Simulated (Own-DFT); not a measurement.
# Short bonds, stiff crystals?

No measurement is shown. These are fixed-geometry runs of a retired plane-wave code named Own-DFT, which no person has reviewed; spin and spin-orbit coupling are neglected.

Caveats (not all hold for every row): forces on such cells moved up to 12 meV/angstrom on a denser k mesh; forces not confirmed at this smearing and k mesh; k mesh not checked against a denser one; forces on such cells passed a denser k mesh, each cell not checked; stress not checked against mesh or cutoff.

All runs are PBE with PseudoDojo norm-conserving files; cutoff and k mesh are each material's own. Every cell starts from measured lattice constants and was given uniform random strains and small random moves of its atoms. Each triple is the change of volume in per cent, the rms move u in Å and the pressure in GPa.

- 3C SiC (C32Si32), 10.36 Å³/atom unstrained: (-1.46, 0.051, 9.17); (-1.44, 0.050, 8.84); (0.01, 0.050, 5.43); (0.81, 0.044, 3.66); (2.18, 0.054, 0.90); (2.32, 0.051, 0.33); (3.63, 0.051, -1.70)
- wurtzite AlN (Al64N64), 10.45 Å³/atom unstrained: (-3.52, 0.049, 13.98); (-2.16, 0.052, 10.82); (-0.39, 0.052, 6.47); (-0.09, 0.050, 5.92); (0.08, 0.049, 5.29); (1.22, 0.051, 3.29); (1.34, 0.048, 2.73)
- wurtzite GaN (Ga48N48), 11.42 Å³/atom unstrained: (-2.43, 0.052, 12.55); (-1.40, 0.052, 10.22); (-0.99, 0.049, 9.32); (-0.73, 0.052, 8.98); (0.43, 0.046, 6.28); (1.11, 0.052, 5.20); (2.22, 0.052, 3.02)
- diamond silicon (Si64), 20.02 Å³/atom unstrained: (-3.60, 0.048, 6.42); (-1.74, 0.051, 4.54); (-1.26, 0.050, 3.91); (0.77, 0.049, 1.66); (1.62, 0.053, 1.30); (1.78, 0.052, 0.99); (3.15, 0.045, -0.07)
- zincblende GaP (Ga32P32), 20.24 Å³/atom unstrained: (-3.93, 0.054, 7.71); (-2.19, 0.045, 5.24); (-1.15, 0.048, 4.39); (-0.05, 0.053, 3.37); (0.41, 0.051, 3.03); (0.59, 0.049, 2.95); (2.75, 0.050, 1.09)
- zincblende InP (In48P48), 25.27 Å³/atom unstrained: withheld
- grey tin (Sn64), 34.15 Å³/atom unstrained: (-3.92, 0.050, 6.14); (-3.79, 0.051, 5.94); (-2.06, 0.050, 4.80); (-1.63, 0.046, 4.68); (-1.07, 0.050, 4.27); (-0.50, 0.050, 4.02); (1.93, 0.050, 2.79)

## Fit

Fit a line to each set against the fractional change of volume; B is minus its slope, and u is nearly the same within a set. To take it to zero pressure, assume that B rises by 4 GPa for each GPa: B0 = B - 4 x (mean pressure). The bond length of an ideal tetrahedral crystal with the unstrained volume v is d = (√3/4)(8 v)^(1/3). Cohen's empirical rule reads B0 = (1971 - 220 L) d^(-3.5) GPa, with L = 0 for group IV crystals and SiC and 1 for III-V compounds.

| material | L | d (Å) | B (GPa) | mean P (GPa) | B0 (GPa) | rule (GPa) |
|---|---|---|---|---|---|---|
| 3C SiC (C32Si32) | 0 | 1.888 | 216 ± 7 | 3.8 | 201 ± 7 | 213 |
| wurtzite AlN (Al64N64) | 1 | 1.893 | 231 ± 5 | 6.9 | 203 ± 5 | 188 |
| wurtzite GaN (Ga48N48) | 1 | 1.950 | 204 ± 4 | 7.9 | 173 ± 4 | 169 |
| diamond silicon (Si64) | 0 | 2.352 | 97 ± 4 | 2.7 | 87 ± 4 | 99 |
| zincblende GaP (Ga32P32) | 1 | 2.360 | 97 ± 6 | 4.0 | 81 ± 6 | 87 |
| zincblende InP (In48P48) | 1 | 2.541 | ? | ? | ? | 67 |
| grey tin (Sn64) | 0 | 2.810 | 57 ± 2 | 4.7 | 38 ± 2 | 53 |

A line through ln[B0/(1971 - 220 L)] against ln d has a slope of -4.3 ± 0.2 and a scatter of 7 %. Against the rule, B0 stands at 94 % for 3C SiC, 108 % for wurtzite AlN, 102 % for wurtzite GaN, 88 % for diamond silicon, 93 % for zincblende GaP, 72 % for grey tin. PBE tends to make silicon and heavier crystals too soft, and the rule itself is only a guide.

## Check

Question: what B0 does the fitted trend give for zincblende InP (In48P48)?

The straight line predicts 55 GPa. Its own runs give B = 73 ± 2 GPa at a mean pressure of 3.5 GPa, so B0 = 59 GPa.
